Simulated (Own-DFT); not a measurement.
Simulation results for AlGa3N4 (wurtzite random alloy, strained, atoms displaced)

A calculation, not a measurement: plane-wave PBE density functional theory by an unreviewed code, no spin, of a simulated periodic cell, stress positive in tension, free energy of the whole cell less one offset for each atom, forces on such cells passed a denser k mesh, this cell's mesh not checked; offsets are fitted by least squares, one for each functional and potential file, so energies compare only between cells with the same atoms and settings and are not formation energies; the far tail of each file's local potential was reset to the Coulomb form; each entry is a single point on an unrelaxed cell, so the pressure reflects the starting lattice, mostly measured values, from which strain is counted, and rises with the displacements; printed positions are rounded, which can move forces by about a meV/angstrom; the program is a retired in-house code; no spin-orbit coupling. Program: Own-DFT development build.

Common to all runs: functional PBE; potential files PseudoDojo norm-conserving, scalar-relativistic, standard set with the stringent files for Ga; wave cutoff 96 hartree; occupations Gaussian; smearing width 0.01 eV; k mesh 4 x 4 x 3 centred on Gamma.

(1) AlGa3N4 (wurtzite random alloy, strained, atoms displaced)

```
cell vectors (Å)
   9.3904     0.0000     0.0000
  -4.6952     8.1323     0.0000
   0.0000     0.0000    10.2685
atoms (fractions of the cell vectors)
Al  0.09391  0.20802  0.00021
Ga  0.21846  0.10782  0.25654
N   0.11196  0.21270  0.18851
N   0.22086  0.11308  0.44041
Ga  0.10559  0.22805  0.50686
Ga  0.23545  0.11565  0.75045
N   0.10708  0.22261  0.68486
N   0.21139  0.11243  0.94339
Ga  0.11425  0.55359  0.99112
Ga  0.21471  0.43386  0.25527
N   0.09991  0.55390  0.18960
N   0.23515  0.45202  0.44193
Ga  0.11382  0.55848  0.49899
Ga  0.21985  0.44850  0.75210
N   0.11820  0.56546  0.69694
N   0.22553  0.43787  0.94346
Ga  0.10578  0.88303  0.99965
Al  0.21422  0.77905  0.24455
N   0.11111  0.88559  0.19437
N   0.21942  0.77324  0.43864
Ga  0.11245  0.89422  0.50155
Al  0.22459  0.78305  0.75268
N   0.11093  0.86877  0.69202
N   0.21679  0.77634  0.94562
Ga  0.44847  0.22807  0.99903
Al  0.55705  0.10810  0.24476
N   0.43759  0.20908  0.19005
N   0.56496  0.11491  0.43758
Al  0.44626  0.22286  0.49626
Al  0.56086  0.11849  0.75861
N   0.43902  0.22211  0.69101
N   0.54983  0.11610  0.94173
Al  0.45132  0.55591  0.00135
Ga  0.55262  0.43451  0.25957
N   0.43891  0.56614  0.18454
N   0.56425  0.44565  0.44316
Ga  0.45237  0.55737  0.50154
Ga  0.56142  0.44814  0.74758
N   0.45273  0.55363  0.69840
N   0.55368  0.44948  0.94110
Ga  0.44310  0.88913  0.00278
Ga  0.55994  0.77887  0.24540
N   0.45979  0.89520  0.17886
N   0.56032  0.78089  0.43521
Ga  0.44371  0.88950  0.49150
Ga  0.55890  0.77309  0.75187
N   0.44861  0.88836  0.68793
N   0.55909  0.78364  0.93889
Ga  0.77522  0.21415  0.99398
Al  0.88256  0.10258  0.25169
N   0.77504  0.20933  0.19213
N   0.89575  0.11480  0.44257
Al  0.79620  0.22954  0.49832
Ga  0.87957  0.11128  0.74022
N   0.77579  0.22456  0.68497
N   0.89170  0.11625  0.93431
Ga  0.78057  0.55543  0.00514
Ga  0.89271  0.44998  0.24777
N   0.77445  0.55580  0.19441
N   0.89004  0.43782  0.44113
Ga  0.76876  0.55387  0.50100
Ga  0.86926  0.43814  0.75616
N   0.78239  0.54841  0.68621
N   0.87717  0.43621  0.93681
Ga  0.77053  0.88390  0.00236
Ga  0.87667  0.76831  0.25416
N   0.76748  0.87858  0.19159
N   0.88944  0.78202  0.43625
Ga  0.78426  0.90346  0.48925
Ga  0.88943  0.77827  0.75344
N   0.78253  0.89724  0.68191
N   0.88998  0.77705  0.94007
```

```
free energy of cell above offsets : -7.961 eV
pressure                          : 12.62 GPa
stress xx                         : -15.61 GPa
stress yy                         : -13.78 GPa
stress zz                         : -8.47 GPa
stress yz                         : 0.16 GPa
stress xz                         : -0.79 GPa
stress xy                         : 0.51 GPa
```

Force:
```tsv
element	x (eV/Å)	y (eV/Å)	z (eV/Å)
Al	1.781	2.218	0.607
Ga	0.467	-0.623	-0.629
N	-2.516	-0.054	-0.39
N	0.788	1.094	0.97
Ga	2.355	0.554	-0.927
Ga	-3.532	-1.889	1.106
N	0.679	-0.001	1.685
N	1.298	-0.365	-0.688
Ga	-0.33	-0.946	1.165
Ga	-0.08	1.231	-1.138
N	2.505	1.297	-0.859
N	-0.94	-0.87	-0.17
Ga	-0.03	-0.291	1.346
Ga	0.765	-0.67	0.418
N	-0.97	-0.636	-0.575
N	0.032	-0.196	0.089
Ga	0.136	1.627	1.125
Al	2.294	-0.813	0.823
N	-1.307	-0.109	-0.788
N	-0.337	1.294	-1.866
Ga	0.389	-1.121	0.368
Al	2.472	-1.031	0.598
N	-2.043	2.794	-0.723
N	0.995	0.29	-1.831
Ga	-2.157	-0.183	0.948
Al	0.026	0.052	0.976
N	0.81	1.129	0.292
N	-0.45	0.891	-0.596
Al	0.459	-0.877	0.737
Al	-0.528	-1.498	-1.859
N	3.386	0.723	-1.719
N	1.218	-0.842	-1.499
Al	-1.919	0.314	0.194
Ga	-1.101	0.395	-1.878
N	1.193	-2.562	0.035
N	-2.348	-2.063	-0.386
Ga	-0.278	0.908	0.785
Ga	0.374	-0.907	1.208
N	-1.554	0.169	-1.855
N	1.113	0.105	-0.349
Ga	-0.234	-0.063	-1.444
Ga	-2.295	-0.884	1.418
N	-2.512	-0.323	2.682
N	-0.05	-0.341	0.028
Ga	0.304	0.19	1.332
Ga	-0.574	1.411	-0.511
N	-0.906	0.928	0.878
N	-0.531	-1.689	-0.041
Ga	-0.51	0.468	1.806
Al	0.878	0.528	-0.232
N	-0.112	1.024	-0.574
N	-1.183	1.445	-2.472
Al	-2.605	-1.146	0.32
Ga	1.489	0.432	1.439
N	-1.093	-0.325	-0.417
N	-0.428	-1.697	-0.369
Ga	-0.791	-0.205	0.023
Ga	-1.02	-2.223	1.121
N	-0.178	-1.38	-0.771
N	-0.515	1.126	-0.463
Ga	3.619	1.536	0.386
Ga	3.929	0.089	-0.477
N	-2.757	2.168	-0.47
N	0.834	0.616	1.079
Ga	1.109	1.064	-0.086
Ga	1.266	1.571	-0.308
N	2.427	2.649	-0.725
N	0.048	-0.573	1.056
Ga	-0.013	-2.836	1.795
Ga	-0.057	0.196	-0.906
N	0.476	-1.848	0.138
N	-1.131	-0.448	0.013
```

(2) AlGa3N4 (wurtzite random alloy, strained, atoms displaced)

```
cell vectors (Å)
   9.3904     0.0000     0.0000
  -4.6952     8.1323     0.0000
   0.0000     0.0000    10.2685
atoms (fractions of the cell vectors)
Al  0.11038  0.22670  0.00153
Al  0.21818  0.10665  0.25339
N   0.10200  0.22654  0.19306
N   0.22273  0.10555  0.43243
Ga  0.10500  0.22800  0.49956
Ga  0.22016  0.11180  0.75253
N   0.11287  0.23319  0.68957
N   0.21958  0.10798  0.93607
Ga  0.11043  0.55373  0.99463
Al  0.22906  0.45070  0.24216
N   0.11040  0.55790  0.18096
N   0.21436  0.44899  0.43834
Ga  0.10680  0.55848  0.50191
Al  0.21743  0.44834  0.75249
N   0.10325  0.54509  0.69420
N   0.22408  0.44322  0.94192
Ga  0.10514  0.89124  0.00226
Ga  0.22679  0.79188  0.24573
N   0.12292  0.88252  0.18917
N   0.22090  0.77907  0.44513
Ga  0.11157  0.88683  0.50224
Ga  0.21902  0.77813  0.75230
N   0.10819  0.88386  0.68613
N   0.21670  0.77313  0.93587
Ga  0.44530  0.21649  0.99806
Ga  0.55439  0.10819  0.25067
N   0.45341  0.22220  0.19112
N   0.55936  0.11854  0.43993
Ga  0.44167  0.20928  0.50336
Al  0.55300  0.10719  0.74506
N   0.43501  0.21572  0.68254
N   0.55692  0.10345  0.93650
Ga  0.44667  0.55436  0.00507
Ga  0.56713  0.45065  0.24176
N   0.44261  0.55698  0.18929
N   0.55605  0.45104  0.43990
Ga  0.44407  0.55203  0.49716
Ga  0.56191  0.45370  0.75694
N   0.44544  0.56180  0.68224
N   0.55233  0.42742  0.93740
Ga  0.44867  0.89088  0.99914
Ga  0.55189  0.77219  0.24970
N   0.44506  0.89575  0.18928
N   0.55796  0.77539  0.44103
Ga  0.44623  0.88977  0.50496
Ga  0.55297  0.77695  0.75260
N   0.44437  0.89435  0.68178
N   0.55084  0.78048  0.94768
Ga  0.78012  0.22036  0.00458
Ga  0.89656  0.11666  0.24989
N   0.77135  0.21238  0.18192
N   0.89224  0.10468  0.44351
Al  0.78394  0.22621  0.50565
Ga  0.88942  0.11636  0.75473
N   0.76635  0.20680  0.68515
N   0.89179  0.10046  0.93734
Al  0.77363  0.55273  0.99247
Al  0.88906  0.44385  0.24617
N   0.77726  0.56047  0.19231
N   0.89381  0.44076  0.44452
Ga  0.77996  0.55999  0.50637
Ga  0.88562  0.43892  0.74976
N   0.77316  0.55268  0.68450
N   0.88392  0.44579  0.93436
Ga  0.77770  0.88485  0.99537
Ga  0.89323  0.77711  0.25154
N   0.77162  0.88752  0.18350
N   0.88718  0.76844  0.43143
Ga  0.77801  0.89645  0.49550
Al  0.88839  0.78619  0.74997
N   0.77273  0.88390  0.68576
N   0.87323  0.77730  0.93861
```

```
free energy of cell above offsets : -7.823 eV
pressure                          : 12.69 GPa
stress xx                         : -14.02 GPa
stress yy                         : -13.43 GPa
stress zz                         : -10.63 GPa
stress yz                         : 1.26 GPa
stress xz                         : 0.61 GPa
stress xy                         : -0.27 GPa
```

Force:
```tsv
element	x (eV/Å)	y (eV/Å)	z (eV/Å)
Al	0.479	-0.953	0.045
Al	0.596	0.904	-0.829
N	4.095	0.856	-1.851
N	-1.1	0.589	0.334
Ga	2.298	0.203	0.342
Ga	-0.404	0.007	-1.094
N	0.22	-0.467	0.288
N	-0.901	0.947	1.399
Ga	-0.502	0.204	0.537
Al	-1.883	-0.325	1.574
N	0.174	-0.646	1.359
N	1.386	-0.123	-1.706
Ga	1.032	0.393	0.486
Al	1.825	-0.045	-0.197
N	0.443	1.29	-0.38
N	0.067	-0.717	-1.108
Ga	0.638	-1.022	-0.448
Ga	3.95	-3.809	2.601
N	-5.816	3.717	-1.603
N	0.855	0.07	-1.346
Ga	-0.992	0.25	-0.59
Ga	0.561	-0.391	-0.658
N	-1.539	0.301	1.175
N	-0.063	1.123	0.554
Ga	0.078	-1.562	0.992
Ga	0.516	0.597	1.016
N	-2.705	-0.001	-0.815
N	2.471	-0.818	-0.227
Ga	-1.464	2.318	-1.187
Al	-0.898	0.326	0.698
N	1.463	0.61	2.316
N	-0.215	1.266	-1.596
Ga	0.032	-0.018	-0.856
Ga	-2.059	-1.505	2.469
N	0.381	-1.111	-0.209
N	1.29	-1.697	-0.989
Ga	-0.989	0.132	0.134
Ga	-1.303	-1.383	-2.162
N	-0.853	-1.305	2.121
N	-0.248	2.877	0.819
Ga	-1.939	-0.378	0.985
Ga	-0.219	1.624	0.727
N	0.911	-1.455	-0.438
N	-1.001	0.508	-0.943
Ga	0.2	-0.136	-2.072
Ga	-0.365	0.419	-0.164
N	-0.029	-0.567	2.652
N	1.485	-1.584	-1.784
Ga	-0.055	-0.294	-1.868
Ga	-2.418	-2.136	0.871
N	0.493	2.14	2.187
N	-2.223	2.359	-1.397
Al	-0.453	-0.933	-1.126
Ga	0.564	-1.089	-0.959
N	-0.288	1.375	0.23
N	-0.198	2.454	0.678
Al	0.194	0.332	1.207
Al	0.194	-0.109	0.578
N	2.851	-0.582	-2.759
N	-1.704	-0.765	-1.843
Ga	-0.391	-1.313	-1.827
Ga	-0.973	-0.419	-0.492
N	0.882	1.475	2.334
N	-0.012	-0.388	0.871
Ga	-2.525	0.945	1.953
Ga	-0.712	0.874	-0.756
N	1.345	0.362	0.812
N	-0.2	1.772	1.463
Ga	0.92	-2.865	0.958
Al	0.371	-1.064	-0.432
N	0.787	0.773	0.635
N	3.591	-2.418	-1.694
```

(3) AlGa3N4 (wurtzite random alloy, strained, atoms displaced)

```
cell vectors (Å)
   9.3904     0.0000     0.0000
  -4.6952     8.1323     0.0000
   0.0000     0.0000    10.2685
atoms (fractions of the cell vectors)
Ga  0.12004  0.23597  0.00401
Al  0.22287  0.11095  0.23867
N   0.11302  0.22574  0.19479
N   0.22011  0.10555  0.42835
Ga  0.12244  0.22796  0.49468
Ga  0.22962  0.12428  0.75720
N   0.10539  0.22318  0.69748
N   0.22597  0.10255  0.93453
Al  0.10195  0.55872  0.00076
Ga  0.22379  0.44456  0.24177
N   0.11996  0.57131  0.19320
N   0.21609  0.44472  0.43625
Ga  0.11609  0.55794  0.50015
Ga  0.21436  0.44157  0.75148
N   0.11531  0.54815  0.68380
N   0.22009  0.42855  0.93904
Ga  0.10765  0.87769  0.00297
Ga  0.22627  0.78455  0.25541
N   0.10824  0.88039  0.19245
N   0.22400  0.77956  0.43878
Ga  0.11068  0.88824  0.50527
Ga  0.22443  0.78089  0.75687
N   0.12224  0.89617  0.68985
N   0.21811  0.77648  0.94280
Ga  0.45798  0.23222  0.00434
Ga  0.56268  0.11401  0.25609
N   0.42935  0.21632  0.18472
N   0.54928  0.10522  0.43607
Ga  0.44414  0.21609  0.49596
Ga  0.56486  0.10903  0.75065
N   0.43433  0.21809  0.68547
N   0.55949  0.12096  0.93812
Ga  0.44695  0.55021  0.00498
Al  0.55881  0.44206  0.25283
N   0.44523  0.55446  0.18616
N   0.55535  0.43865  0.43562
Al  0.43542  0.55426  0.49656
Ga  0.55808  0.44497  0.74583
N   0.44581  0.55717  0.68660
N   0.56074  0.45174  0.93330
Ga  0.44543  0.88109  0.00083
Ga  0.55295  0.78216  0.24747
N   0.44280  0.88434  0.18489
N   0.55218  0.78810  0.43722
Ga  0.43443  0.87241  0.49963
Ga  0.55314  0.78065  0.75843
N   0.44889  0.88830  0.69061
N   0.55867  0.77388  0.94148
Ga  0.77963  0.21921  0.00462
Ga  0.88132  0.11379  0.24144
N   0.78298  0.22729  0.18867
N   0.89712  0.11614  0.44231
Ga  0.77311  0.21759  0.50614
Al  0.89143  0.10953  0.74775
N   0.78997  0.21547  0.69082
N   0.88267  0.10050  0.94169
Ga  0.77707  0.55195  0.00077
Ga  0.88169  0.43974  0.26543
N   0.77060  0.55441  0.18299
N   0.89252  0.45473  0.45005
Al  0.78190  0.55165  0.50504
Ga  0.88985  0.44315  0.75031
N   0.77478  0.55342  0.68968
N   0.89140  0.44537  0.93131
Al  0.77280  0.89708  0.99550
Al  0.89138  0.78204  0.25022
N   0.76688  0.88056  0.18915
N   0.88948  0.77109  0.44055
Al  0.76621  0.89031  0.49150
Ga  0.89305  0.78079  0.75033
N   0.77877  0.88643  0.68909
N   0.88909  0.77583  0.94184
```

```
free energy of cell above offsets : -7.965 eV
pressure                          : 12.47 GPa
stress xx                         : -14.52 GPa
stress yy                         : -12.66 GPa
stress zz                         : -10.22 GPa
stress yz                         : 0.92 GPa
stress xz                         : 0.53 GPa
stress xy                         : 0.4 GPa
```

Force:
```tsv
element	x (eV/Å)	y (eV/Å)	z (eV/Å)
Ga	0.365	-5.748	0.779
Al	-1.363	-1.42	1.553
N	-0.02	-1.5	-1.046
N	0.195	0.385	-0.282
Ga	-0.391	-1.188	1.133
Ga	-0.988	-1.399	-0.751
N	0.75	-0.667	-1.602
N	-0.511	0.941	2.622
Al	1.583	-0.544	0.766
Ga	-0.704	1.131	1.201
N	-0.82	-2.709	-1.565
N	1.828	0.797	-0.597
Ga	-0.481	0.142	0.102
Ga	2.179	0.103	0.362
N	-1.969	1.946	0.839
N	-1.423	5.834	-0.695
Ga	-1.143	1.907	0.284
Ga	0.122	0.087	-0.128
N	-1.383	1.711	-0.29
N	-0.803	-0.465	0.327
Ga	-0.29	0.394	-0.515
Ga	0.095	-0.441	-0.922
N	-0.753	-0.471	0.31
N	1.853	-1.423	-0.432
Ga	-1.608	-0.762	-1.261
Ga	-1.47	-0.755	-1.639
N	2.555	1.707	1.221
N	1.315	-0.207	0.978
Ga	-1.417	0.201	0.628
Ga	-1.402	0.756	-0.061
N	2.755	0.814	-0.475
N	1.166	-1.603	0.155
Ga	-0.521	0.207	-1.034
Al	-1.095	-0.086	-0.506
N	1.055	-0.248	1.452
N	-0.265	1.611	0.221
Al	1.378	0.137	0.442
Ga	-1.045	-0.459	0.063
N	-0.699	-0.024	-0.859
N	0.116	-0.895	0.222
Ga	-0.984	1.217	-0.301
Ga	0.245	-1.489	0.541
N	-0.47	1.731	0.418
N	2.364	-2.797	-0.623
Ga	-1.052	2.554	1.634
Ga	1.578	-1.055	-1.322
N	-0.962	0.049	-0.287
N	-0.447	0.143	0.304
Ga	-0.215	0.633	-1.463
Ga	2.574	-1.366	2.001
N	-1.537	0.556	0.113
N	-1.312	-1.124	-0.992
Ga	0.76	0.28	-0.551
Al	0.804	-1.478	0.96
N	-1.954	0.777	-0.015
N	0.379	2.225	-1.129
Ga	0.037	0.654	-0.673
Ga	0.513	2.05	-1.375
N	0.575	0.059	2.089
N	0.214	-1.943	-0.612
Al	-2.306	1.191	0.045
Ga	0.146	0.042	-1.069
N	1.364	0.258	-1.017
N	0.518	-0.305	1.822
Al	2.167	-2.767	1.364
Al	-0.39	-0.96	0.342
N	1.839	1.315	-1.007
N	-1.809	0.126	-0.695
Al	2.526	0.123	1.407
Ga	0.216	-0.036	0.227
N	-0.748	0.951	-0.975
N	-1.377	0.588	-0.16
```

(4) AlGa3N4 (wurtzite random alloy, strained, atoms displaced)

```
cell vectors (Å)
   9.3904     0.0000     0.0000
  -4.6952     8.1323     0.0000
   0.0000     0.0000    10.2685
atoms (fractions of the cell vectors)
Ga  0.10358  0.21674  0.99582
Ga  0.21295  0.10767  0.24216
N   0.11559  0.23051  0.18246
N   0.22390  0.10816  0.44637
Ga  0.11446  0.22397  0.50430
Ga  0.23001  0.11296  0.74439
N   0.11227  0.21808  0.68391
N   0.21437  0.09998  0.94479
Ga  0.11577  0.55500  0.00362
Ga  0.21855  0.44278  0.24666
N   0.10531  0.54951  0.19595
N   0.22576  0.44550  0.44055
Ga  0.10839  0.55544  0.49288
Al  0.22531  0.44829  0.74645
N   0.10771  0.55618  0.69322
N   0.22197  0.45533  0.93402
Ga  0.10631  0.87862  0.99163
Ga  0.21081  0.76397  0.25675
N   0.11149  0.88675  0.19699
N   0.21986  0.78309  0.43981
Ga  0.11249  0.88103  0.49744
Ga  0.22209  0.77618  0.73894
N   0.10811  0.87885  0.68965
N   0.23064  0.78486  0.93429
Ga  0.45142  0.22930  0.00290
Ga  0.55548  0.11599  0.24577
N   0.44554  0.22214  0.18860
N   0.56978  0.12246  0.44159
Ga  0.44155  0.21956  0.49786
Ga  0.55368  0.11211  0.75547
N   0.43903  0.21779  0.69969
N   0.54911  0.11030  0.93738
Al  0.44215  0.54620  0.00033
Ga  0.55516  0.43454  0.24170
N   0.44015  0.56234  0.18740
N   0.55205  0.43862  0.43905
Ga  0.45485  0.55871  0.50012
Ga  0.54954  0.44060  0.75615
N   0.44382  0.55636  0.69923
N   0.55467  0.44085  0.94250
Ga  0.44116  0.89361  0.99300
Al  0.55448  0.77682  0.24643
N   0.44381  0.88425  0.18862
N   0.54845  0.77484  0.43788
Ga  0.44774  0.88774  0.49912
Al  0.56193  0.78312  0.74554
N   0.44173  0.88230  0.68663
N   0.56047  0.77912  0.94161
Ga  0.78149  0.22887  0.99219
Al  0.89450  0.12170  0.25019
N   0.77723  0.22257  0.18978
N   0.88602  0.10661  0.43965
Ga  0.76708  0.21493  0.49906
Ga  0.88482  0.10220  0.75207
N   0.79223  0.22562  0.68419
N   0.89476  0.10820  0.93827
Ga  0.77322  0.55858  0.99945
Al  0.88286  0.44462  0.24685
N   0.78868  0.56038  0.18889
N   0.89643  0.44535  0.44300
Ga  0.77663  0.55957  0.49796
Al  0.89979  0.45981  0.74477
N   0.77962  0.55460  0.68426
N   0.88539  0.44033  0.93991
Al  0.77235  0.88537  0.98160
Ga  0.89176  0.78047  0.24313
N   0.77652  0.89168  0.18024
N   0.88417  0.77020  0.43742
Al  0.77960  0.88788  0.49821
Ga  0.89461  0.77191  0.74887
N   0.77696  0.89236  0.69475
N   0.88376  0.77457  0.93472
```

```
free energy of cell above offsets : -7.990 eV
pressure                          : 12.82 GPa
stress xx                         : -16.04 GPa
stress yy                         : -15.77 GPa
stress zz                         : -6.66 GPa
stress yz                         : -0.31 GPa
stress xz                         : -0.43 GPa
stress xy                         : -0.69 GPa
```

Force:
```tsv
element	x (eV/Å)	y (eV/Å)	z (eV/Å)
Ga	1.742	1.401	0.038
Ga	0.793	0.481	1.36
N	-0.96	-1.512	0.613
N	-0.772	-0.312	-1.654
Ga	-0.595	-0.353	-1.158
Ga	-2.805	-1.967	1.678
N	-0.128	1.244	2.153
N	0.59	1.778	-0.956
Ga	-1.471	1.042	-0.013
Ga	0.916	0.622	1.43
N	-1.108	-0.443	-1.082
N	0.133	0.208	-0.318
Ga	1.534	0.185	1.549
Al	-1.03	-0.783	0.303
N	1.779	-0.684	-1.225
N	2.416	-1.716	-0.438
Ga	0.052	0.397	1.505
Ga	1.11	2.043	-0.991
N	0.47	-0.233	-1.818
N	2.584	-1.266	-0.109
Ga	-2.649	1.377	0.932
Ga	0.719	-0.156	1.75
N	-0.193	1.822	-0.937
N	-1.313	-1.942	-0.446
Ga	-1.251	-2.341	-0.277
Ga	1.006	-1.918	0.867
N	-0.987	-0.902	-0.408
N	-4.231	-2.893	-1.836
Ga	0.776	0.046	1.013
Ga	1.536	-0.109	-1.538
N	2.154	1.477	-2.112
N	1.178	1.03	0.497
Al	-1.269	1.839	-0.025
Ga	-0.914	2.819	1.527
N	1.58	-0.929	-0.842
N	0.518	0.44	-0.846
Ga	-1.313	-0.749	0.558
Ga	0.936	0.58	-0.826
N	0.07	0.749	-1.108
N	-1.061	1.102	-0.076
Ga	1.861	-0.888	1.911
Al	0.438	0.875	-0.143
N	-0.646	0.279	0.239
N	2.251	0.736	-0.88
Ga	-0.886	0.911	-0.099
Al	-0.867	-1.029	1.363
N	1.132	0.993	0.218
N	-1.12	-1.362	-1.733
Ga	0.195	-2.19	1.201
Al	-0.162	-1.661	-0.127
N	0.593	0.986	-0.438
N	0.543	-0.27	-1.111
Ga	4.211	2.49	1.431
Ga	0.626	2.496	-0.378
N	-1.97	0.795	1.532
N	-2.358	-0.851	-0.379
Ga	1.461	-0.358	0.37
Al	1.268	-0.776	1.271
N	-1.195	-1.104	-0.467
N	-2.397	-0.781	-2.196
Ga	0.779	-1.832	0.035
Al	-0.792	-2.813	0.796
N	-0.567	-0.831	0.987
N	-0.03	2.466	-1.64
Al	0.91	0.809	2.695
Ga	-1.642	0.528	0.874
N	-0.035	0.513	0.169
N	-0.727	2.11	-0.176
Al	-0.268	0.03	0.076
Ga	-1.678	0.35	-0.163
N	0.706	-2.351	-2.159
N	-0.178	0.254	0.193
```
